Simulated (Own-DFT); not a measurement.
Al3GaN4 (wurtzite random alloy, strained, atoms displaced) (calculated)

Computed with Own-DFT development build. A calculation, not a measurement: plane-wave PBE density functional theory by an unreviewed code, no spin, of a simulated periodic cell, stress positive in tension, free energy of the whole cell less one offset for each atom, forces on such cells passed a denser k mesh, this cell's mesh not checked; offsets are fitted by least squares, one for each functional and potential file, so energies compare only between cells with the same atoms and settings and are not formation energies; the far tail of each file's local potential was reset to the Coulomb form; each entry is a single point on an unrelaxed cell, so the pressure reflects the starting lattice, mostly measured values, from which strain is counted, and rises with the displacements; printed positions are rounded, which can move forces by about a meV/angstrom; the program is a retired in-house code; no spin-orbit coupling.

Common to all runs: functional PBE; potential files PseudoDojo norm-conserving, scalar-relativistic, standard set with the stringent files for Ga; wave cutoff 96 hartree; occupations Gaussian; smearing width 0.01 eV; k mesh 4 x 4 x 3 centred on Gamma.

(1) Al3GaN4 (wurtzite random alloy, strained, atoms displaced)

```xyz
72
Lattice="9.1119 0.0000 0.0000 -4.5560 7.8912 0.0000 0.0000 0.0000 10.0655" Properties=species:S:1:pos:R:3 Al3GaN4
Al     0.0627     1.7242    10.0112
Al     1.5260     0.8626     2.5485
N      0.0343     1.7345     1.9343
N      1.5255     0.7821     4.4366
Al     0.0279     1.8079     5.0869
Ga     1.4859     0.9075     7.5065
N     -0.0952     1.7286     6.9322
N      1.5082     0.9308     9.4403
Al    -1.4864     4.4058     9.9736
Al     0.0282     3.5397     2.5216
N     -1.4973     4.4302     1.8392
N     -0.0321     3.5335     4.4467
Ga    -1.5226     4.4348     5.0037
Al     0.0443     3.5559     7.5820
N     -1.4671     4.4292     6.9608
N      0.0883     3.6411     9.5412
Al    -2.9801     6.9138     0.0290
Al    -1.5084     6.1943     2.5069
N     -3.0454     6.9549     1.8909
N     -1.5135     6.1226     4.4617
Ga    -3.0773     7.0719     4.9858
Al    -1.5404     6.1414     7.5009
N     -2.9270     7.0652     6.8757
N     -1.5187     6.1596     9.5706
Ga     3.0340     1.8236     9.9522
Al     4.6257     0.8937     2.5248
N      3.0456     1.7753     1.8583
N      4.5465     0.8861     4.4395
Al     3.1139     1.7729     5.0807
Al     4.5206     0.8694     7.4923
N      3.0189     1.7393     6.9746
N      4.5595     0.8647     9.3552
Ga     1.5348     4.3859    10.0235
Al     3.1431     3.5104     2.5274
N      1.5799     4.4021     1.9054
N      3.0831     3.4327     4.3909
Al     1.6279     4.4068     5.0146
Al     3.0584     3.5053     7.5392
N      1.5674     4.4257     6.9769
N      2.9919     3.5633     9.5242
Al     0.0240     7.0850     9.9867
Al     1.4895     6.1245     2.5637
N      0.0081     7.0829     1.8789
N      1.5047     6.1348     4.4829
Al     0.0588     6.9937     4.9909
Al     1.4581     6.0074     7.6855
N     -0.0325     7.0685     6.9549
N      1.5102     6.0636     9.3756
Ga     6.0408     1.8404     0.0070
Ga     7.6109     0.8046     2.5319
N      6.0799     1.7310     1.9205
N      7.6220     0.8209     4.5269
Al     6.0705     1.7467     5.0372
Al     7.6793     0.8409     7.5163
N      6.0614     1.8091     6.9392
N      7.5963     0.8081     9.5396
Al     4.5375     4.4232    10.0245
Ga     6.0175     3.5467     2.5747
N      4.6271     4.2962     1.9198
N      6.1879     3.4978     4.4051
Al     4.5058     4.3922     4.9949
Al     6.1555     3.5550     7.5493
N      4.4900     4.2762     7.0025
N      5.9953     3.4515     9.5631
Al     2.9585     7.0848    10.0553
Al     4.5280     6.1465     2.5627
N      3.1435     6.9895     1.8853
N      4.5084     6.1172     4.4550
Ga     3.0580     7.0778     5.0323
Al     4.5727     6.1592     7.5470
N      3.0130     6.9475     6.9299
N      4.5463     6.1413     9.5139
```

* free energy of cell above offsets: -15.793 eV
* pressure: 22.44 GPa
* stress xx: -26.06 GPa
* stress yy: -30.85 GPa
* stress zz: -10.41 GPa
* stress yz: 2 GPa
* stress xz: 0.07 GPa
* stress xy: 0.92 GPa

Force:
```
element  x (eV/Å)  y (eV/Å)  z (eV/Å)
     Al    -1.987     1.283     2.242
     Al      0.67     0.088    -0.909
      N     0.323     0.999    -0.839
      N      0.27     6.442    -1.199
     Al    -0.322    -0.771    -1.289
     Ga    -0.055     -0.53      1.33
      N      2.27     2.973    -0.427
      N     0.206    -2.618    -0.586
     Al    -1.101     -0.57     2.528
     Al    -0.523    -0.423    -0.482
      N     0.632    -0.174     0.504
      N     3.031    -0.644    -0.515
     Ga     0.748    -0.695      1.47
     Al    -0.218    -0.806      0.07
      N    -0.138    -0.692     0.821
      N    -4.688    -4.651    -3.465
     Al    -2.401      2.65     0.607
     Al       0.3    -1.208     0.002
      N    -0.234     1.129     0.846
      N     0.817     2.547    -2.137
     Ga     0.824    -4.151      1.54
     Al     1.301     1.108     1.381
      N    -2.771    -1.753     1.108
      N     1.463    -0.455     -3.22
     Ga     0.666    -1.738     2.127
     Al     -2.02     0.332    -0.047
      N     0.367    -0.691      1.25
      N     0.921     -0.49    -0.564
     Al    -1.614    -1.525    -0.006
     Al     1.547     0.795     0.731
      N     0.641     1.712    -1.489
      N      0.04     0.423     -0.17
     Ga      1.46     1.697     3.917
     Al    -2.069     -0.85    -1.026
      N     0.043    -0.029      1.41
      N    -0.524       1.2     0.269
     Al    -1.808    -0.811      0.66
     Al    -1.652     -0.95      1.83
      N     -0.49     -2.66    -1.763
      N     3.208     0.117    -3.221
     Al    -0.124    -1.238     1.284
     Al     0.713     0.411    -0.822
      N     0.758    -0.906    -0.104
      N     0.754      -0.7    -1.958
     Al     -2.04     0.821     1.849
     Al     0.496     4.024    -4.244
      N     0.967    -2.251    -0.705
      N    -0.015     3.669     3.274
     Ga     0.517    -4.811     1.343
     Ga     0.225      1.77     0.564
      N     0.334     0.212     0.309
      N    -0.099     4.734    -1.742
     Al     0.745     0.281     0.656
     Al    -4.359    -1.351     1.588
      N     0.801    -0.813    -0.095
      N     0.794     3.562     -2.68
     Al     -0.23    -0.557     1.565
     Ga     4.615    -1.607    -0.566
      N    -3.582     3.864    -1.803
      N    -3.661    -0.796     1.534
     Al      2.01     -0.93       1.5
     Al    -1.762    -1.209      0.61
      N     3.377     2.864    -1.837
      N     1.938     5.564    -3.713
     Al     1.104    -3.676     1.003
     Al     1.727    -1.552    -0.549
      N    -3.056     -1.28    -0.511
      N     0.718    -1.121    -1.453
     Ga    -0.964     -3.17     2.038
     Al     0.037    -0.641     0.288
      N     0.138     0.375     1.661
      N    -0.009     0.847    -1.574
```

(2) Al3GaN4 (wurtzite random alloy, strained, atoms displaced)

```xyz
72
Lattice="9.1119 0.0000 0.0000 -4.5560 7.8912 0.0000 0.0000 0.0000 10.0655" Properties=species:S:1:pos:R:3 Al3GaN4
Ga    -0.0071     1.7062    10.0382
Al     1.5610     0.8643     2.5797
N      0.0880     1.7610     1.9531
N      1.5653     0.8711     4.3775
Al    -0.0292     1.7052     5.0281
Al     1.5255     0.8517     7.5179
N      0.0388     1.7894     6.8567
N      1.5609     0.8470     9.3744
Ga    -1.5225     4.2732    10.0585
Ga     0.0169     3.4848     2.4995
N     -1.4757     4.3580     1.8650
N     -0.0248     3.5410     4.4328
Al    -1.5007     4.3925     5.0660
Al     0.0036     3.6074     7.4824
N     -1.4981     4.3673     7.0036
N     -0.0885     3.4625     9.4161
Al    -3.0853     7.0103     9.9799
Al    -1.5588     6.1350     2.5390
N     -3.0145     6.8763     1.9354
N     -1.5537     6.0875     4.3842
Al    -3.0588     6.9938     4.9700
Al    -1.4846     6.0205     7.5140
N     -3.1402     7.0256     6.9959
N     -1.5460     6.0782     9.4038
Al     3.0079     1.7735    10.0558
Ga     4.5641     0.8921     2.5724
N      3.0537     1.7994     1.8767
N      4.5710     0.8329     4.3987
Ga     3.0303     1.7406     5.0309
Al     4.5270     0.9333     7.4634
N      3.0859     1.7072     6.8907
N      4.5116     0.9193     9.4705
Al     1.4353     4.4182     9.9902
Ga     3.1060     3.5504     2.5328
N      1.5747     4.3264     1.9791
N      3.1360     3.4179     4.3285
Ga     1.5462     4.4127     4.9396
Ga     3.0825     3.3628     7.5691
N      1.5023     4.4882     6.9668
N      3.0259     3.4251     9.3902
Ga     0.0053     7.0572    10.0161
Al     1.4766     6.1894     2.5635
N     -0.0232     7.0121     1.9262
N      1.5302     6.0819     4.4251
Al     0.0263     7.0618     5.0610
Al     1.5046     6.2210     7.5641
N     -0.0130     6.9709     6.8601
N      1.5345     6.1343     9.4307
Al     6.0222     1.8386     9.9764
Al     7.6827     0.8850     2.4647
N      6.0446     1.7731     1.8390
N      7.6213     0.8933     4.4392
Al     6.2110     1.7731     5.0172
Al     7.6178     0.9233     7.4679
N      6.0474     1.7080     6.9052
N      7.5346     0.9396     9.4432
Al     4.5671     4.3305     0.0333
Al     6.1848     3.5237     2.5392
N      4.6695     4.3307     1.9737
N      6.0928     3.5430     4.4434
Al     4.4986     4.3697     5.0044
Al     6.0667     3.4858     7.4777
N      4.5838     4.3785     6.8774
N      6.1548     3.5245     9.5035
Al     2.9959     7.0687     9.9603
Al     4.6160     6.0313     2.5317
N      3.0531     7.0672     1.9177
N      4.5198     6.1482     4.4567
Al     3.0473     7.0417     4.9666
Al     4.5731     6.1720     7.5432
N      3.1128     7.0400     6.9434
N      4.6004     6.0873     9.4053
```

- free energy of cell above offsets: -18.435 eV
- pressure: 21.29 GPa
- stress xx: -25.69 GPa
- stress yy: -26.47 GPa
- stress zz: -11.71 GPa
- stress yz: 0.56 GPa
- stress xz: -0.73 GPa
- stress xy: -0.49 GPa

Force:
```
element  x (eV/Å)  y (eV/Å)  z (eV/Å)
     Ga     0.827     0.249       0.8
     Al      0.68    -0.584    -2.039
      N    -0.414    -2.084    -1.009
      N    -2.154    -0.876     0.844
     Al     2.121     1.693    -0.374
     Al    -0.179     0.526    -0.073
      N    -0.105     0.365     1.001
      N    -0.267     0.124     0.347
     Ga     1.225     3.685     1.598
     Ga      0.24     0.946     1.104
      N    -0.491     1.193     1.018
      N    -0.219     -1.78     0.407
     Al    -0.325     0.093     0.096
     Al     1.415    -2.314     1.054
      N    -1.537    -1.182    -2.466
      N     3.729      0.14    -1.604
     Al     1.737    -0.776      1.33
     Al     2.232    -1.211    -0.471
      N    -1.267     3.043    -1.517
      N     0.804     1.116      1.14
     Al     0.337     0.068     1.484
     Al    -1.331     3.551     1.183
      N     3.647    -0.196    -2.442
      N     0.151     0.985    -0.373
     Al    -0.098    -1.119     1.289
     Ga    -0.004     0.182    -1.627
      N    -1.123    -1.521    -0.608
      N     1.708     0.916     1.885
     Ga     0.954    -0.386     -0.18
     Al     1.158    -2.816     1.911
      N    -2.236    -1.139    -0.163
      N     0.535     0.932    -2.365
     Al     1.013    -1.627     1.238
     Ga    -0.033    -1.236    -1.222
      N    -0.964     3.219     -2.65
      N    -1.117     1.671     2.401
     Ga     0.442    -2.784     2.172
     Ga     -0.83     3.793    -0.955
      N      0.89    -1.119    -0.441
      N    -0.118     2.251     2.354
     Ga     -1.24    -0.904     1.322
     Al      1.03    -0.891    -1.128
      N      -0.2    -0.882    -0.288
      N    -0.033     4.237    -0.914
     Al    -0.603    -1.939    -1.276
     Al     1.207    -0.466    -0.728
      N     -0.32     1.255      1.45
      N     0.132     0.148    -0.604
     Al     0.107    -1.882     1.943
     Al    -1.753     0.667     0.209
      N     2.296     0.371     0.344
      N     0.106    -0.865    -1.692
     Al    -3.203     0.488    -0.057
     Al     0.354    -0.414     1.146
      N     0.988     0.963    -0.384
      N    -0.397    -1.129    -1.642
     Al    -0.026     0.513    -0.158
     Al    -0.534    -1.457     0.248
      N    -0.017     0.799     -2.07
      N     0.183    -0.586    -0.123
     Al     1.516     0.313     0.732
     Al     0.056     0.319     1.229
      N    -0.117     0.186     0.272
      N    -5.156    -0.945    -3.488
     Al     1.385     -0.73     1.683
     Al    -1.525     1.955     0.138
      N      0.27    -1.889    -0.729
      N     0.405    -0.775    -1.267
     Al    -0.614     -0.72     1.444
     Al    -1.265    -2.259     0.366
      N    -1.934     0.484    -0.729
      N     -2.13     0.047     0.676
```

(3) Al3GaN4 (wurtzite random alloy, strained, atoms displaced)

```xyz
72
Lattice="9.1119 0.0000 0.0000 -4.5560 7.8912 0.0000 0.0000 0.0000 10.0655" Properties=species:S:1:pos:R:3 Al3GaN4
Ga     0.0373     1.8211    10.0165
Al     1.5078     0.8996     2.5761
N     -0.0317     1.6670     1.9123
N      1.5474     0.8557     4.4364
Al     0.0348     1.7297     4.9998
Ga     1.3918     0.9006     7.5522
N     -0.0093     1.6660     7.0102
N      1.5699     0.9166     9.4174
Al    -1.3726     4.3906    10.0479
Al    -0.1203     3.5620     2.4645
N     -1.5121     4.3837     1.9056
N      0.0261     3.4389     4.3805
Al    -1.5249     4.3246     5.0367
Al    -0.0160     3.4656     7.4638
N     -1.5657     4.2735     6.9558
N      0.0706     3.5429     9.3911
Al    -3.0487     7.0377    10.0437
Al    -1.4869     6.1323     2.5544
N     -3.0094     6.9612     2.0075
N     -1.4905     6.2112     4.4354
Ga    -3.0366     7.0170     5.0082
Al    -1.5594     6.0962     7.4701
N     -2.9680     7.0824     6.9432
N     -1.4846     6.1870     9.5195
Al     3.0361     1.7719    10.0589
Al     4.4733     0.8507     2.4580
N      2.9905     1.7170     1.8692
N      4.5408     0.9725     4.4799
Al     3.0683     1.7878     5.0495
Al     4.5424     0.9004     7.5349
N      2.9557     1.7523     6.9463
N      4.5913     0.9425     9.4896
Al     1.5265     4.5095    10.0447
Ga     3.0429     3.4475     2.5030
N      1.5971     4.4547     1.8771
N      3.0812     3.4528     4.3882
Ga     1.5141     4.3707     5.0716
Al     3.0523     3.4526     7.5306
N      1.4716     4.4063     6.9151
N      3.0921     3.5620     9.4307
Ga     0.0111     7.0590     0.0828
Ga     1.5074     6.0966     2.4844
N      0.0437     7.0164     1.9647
N      1.4592     6.1738     4.4422
Ga     0.0345     6.9510     4.9614
Al     1.5546     6.1774     7.6316
N      0.0489     6.9790     6.9640
N      1.5016     6.0673     9.4138
Al     6.0845     1.7748    10.0639
Al     7.5829     0.8876     2.5672
N      6.1114     1.7377     1.9164
N      7.5785     0.9088     4.4474
Al     6.0364     1.6751     5.0200
Al     7.5997     0.9025     7.6193
N      6.1340     1.7978     7.0358
N      7.5394     0.9291     9.3590
Al     4.4935     4.3861     9.9768
Al     6.0769     3.6023     2.5559
N      4.6202     4.3607     1.9417
N      6.0108     3.4437     4.3611
Al     4.5070     4.4925     5.0527
Al     6.1196     3.5241     7.5009
N      4.5932     4.3434     6.9994
N      6.1500     3.4995     9.4089
Al     2.9815     7.0794    10.0236
Al     4.6186     6.0614     2.4826
N      2.9417     6.9517     1.8918
N      4.5723     6.1651     4.3655
Al     3.0023     6.9536     5.0039
Ga     4.5987     6.1701     7.5734
N      2.9997     6.9243     6.9232
N      4.5984     6.1246     9.4755
```

- free energy of cell above offsets: -17.576 eV
- pressure: 21.62 GPa
- stress xx: -28.62 GPa
- stress yy: -24.86 GPa
- stress zz: -11.38 GPa
- stress yz: 0.97 GPa
- stress xz: -0.6 GPa
- stress xy: 0.65 GPa

Force:
```
element  x (eV/Å)  y (eV/Å)  z (eV/Å)
     Ga    -0.679    -1.363     1.297
     Al    -0.401    -1.166    -0.555
      N     0.641     1.945     0.017
      N     0.065     2.108    -0.499
     Al    -0.686    -0.616     0.931
     Ga     4.619    -1.289     1.383
      N    -3.598     3.393    -3.445
      N    -0.242    -1.139     1.261
     Al    -3.028     0.488    -0.103
     Al     4.088    -2.508     1.084
      N     -0.97     1.548    -1.038
      N    -1.355     0.902    -0.327
     Al    -0.543     0.119    -0.493
     Al     0.622     0.294     1.155
      N     2.523     2.841    -2.143
      N     0.425     0.949     -0.49
     Al     0.904    -0.028     1.405
     Al    -0.159     0.133    -0.269
      N     0.116     1.512    -1.698
      N    -1.095    -3.786    -1.097
     Ga     0.037     0.073     1.062
     Al     2.089      0.36     1.654
      N    -0.596    -1.985    -0.639
      N    -1.198    -1.221    -1.622
     Al     0.509     0.649    -0.214
     Al     2.238      1.53     1.548
      N    -0.111     -0.83    -0.633
      N    -0.754    -2.245    -2.137
     Al    -1.035    -0.831     0.921
     Al     0.206    -0.503     0.341
      N     1.796     0.048     -0.77
      N    -0.898    -0.174     -0.95
     Al     1.019    -4.409     1.114
     Ga     0.522      1.12     0.187
      N    -2.592    -3.784    -1.503
      N    -0.249     1.711     1.091
     Ga     0.518    -0.019    -0.946
     Al    -0.706     1.435     0.491
      N     0.905    -0.608     1.743
      N    -2.883    -1.528    -0.475
     Ga     0.218     0.253        -1
     Ga     0.082      0.98     2.498
      N    -2.421     0.235    -0.018
      N     4.016    -2.289    -1.772
     Ga    -1.682     3.808     3.235
     Al    -1.475     -1.36    -1.691
      N    -1.138     0.633     0.193
      N     0.888     4.045     0.207
     Al      0.22      1.16     0.834
     Al    -0.644    -1.365    -0.403
      N    -1.313     0.708     -0.29
      N     0.643    -1.439    -0.037
     Al     1.343     2.063     1.462
     Al    -1.069    -1.422    -2.569
      N    -1.459    -1.513    -2.309
      N     0.924    -1.279     2.477
     Al     3.956     0.071     1.904
     Al     0.496    -2.941    -0.719
      N    -1.313     0.198    -2.314
      N     0.856     1.642     1.944
     Al      0.98    -2.529     0.142
     Al    -2.161    -1.492     2.446
      N     -0.88     0.453    -1.885
      N    -0.312     1.233     0.645
     Al     0.924    -0.791     0.979
     Al    -1.997     1.517    -0.041
      N     3.996     2.207    -1.063
      N    -1.662    -0.482     0.043
     Al     0.528     1.516     0.577
     Ga    -0.286    -0.558    -0.122
      N     1.011     2.178    -0.549
      N    -1.328     1.436     0.555
```
